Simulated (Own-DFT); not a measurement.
# What a defect does to the pressure of its cell: wurtzite GaN

The numbers are computed, not measured, by runs of the plane-wave DFT program Own-DFT (in-house, retired, unreviewed) at fixed positions, with no spin and no spin-orbit coupling.

Common settings: PBE; PseudoDojo norm-conserving scalar-relativistic files; cutoff 42 hartree; 4 x 4 x 3 k mesh centred on Gamma; Fermi-Dirac smearing of 0.1 eV.

Limits (not all hold for every row): not probed for a lower state with spin; forces not confirmed at this smearing and k mesh; stress not checked against mesh or cutoff.

All runs share one cell, with vectors in Å (9.567, 0.000, 0.000); (-4.784, 8.285, 0.000); (0.000, 0.000, 10.370) and a volume of 822.0 Å³. Atoms were moved at random from their sites; u is the rms move along one axis. The defect's site can differ from row to row.

| cell | formula | u (Å) | P (GPa) |
|---|---|---|---|
| no defect | Ga36N36 | 0.0188 | 5.91 |
| no defect | Ga36N36 | 0.0225 | 6.01 |
| no defect | Ga36N36 | 0.0490 | 7.39 |
| one Ga on an N site | Ga37N35 | 0.0278 | 11.93 |
| one Ga on an N site | Ga37N35 | 0.0291 | ? |
| one Ga on an N site | Ga37N35 | 0.0465 | 13.29 |
| one Ga on an N site | Ga37N35 | 0.0497 | 13.00 |
| one N on a Ga site | Ga35N37 | 0.0305 | 5.40 |
| one N on a Ga site | Ga35N37 | 0.0317 | 5.63 |
| one N on a Ga site | Ga35N37 | 0.0508 | 7.11 |

## Worked fit

P = P0 + c u² + a shift for each defect gives P0 = 5.56 GPa, c = 805 ± 88 GPa/Å² and a scatter of 0.22 GPa. The shifts, and each times the cell's volume:

- one Ga on an N site: 5.72 ± 0.19 GPa, 29.4 eV
- one N on a Ga site: -0.73 ± 0.18 GPa, -3.7 eV

Positive is outwards. The product with the volume (160.2 GPa Å³ to the eV) is nearly free of the cell's size; divided by the bulk modulus at the cell's pressure it gives the volume that the defect adds. The atoms around the defects weren't relaxed, which would change these numbers.

## Withheld run

Q: what pressure belongs in the blank (one Ga on an N site, u = 0.0291 Å)?

From the fit: 11.97 ± 0.26 GPa. The run itself gave 12.11 GPa.
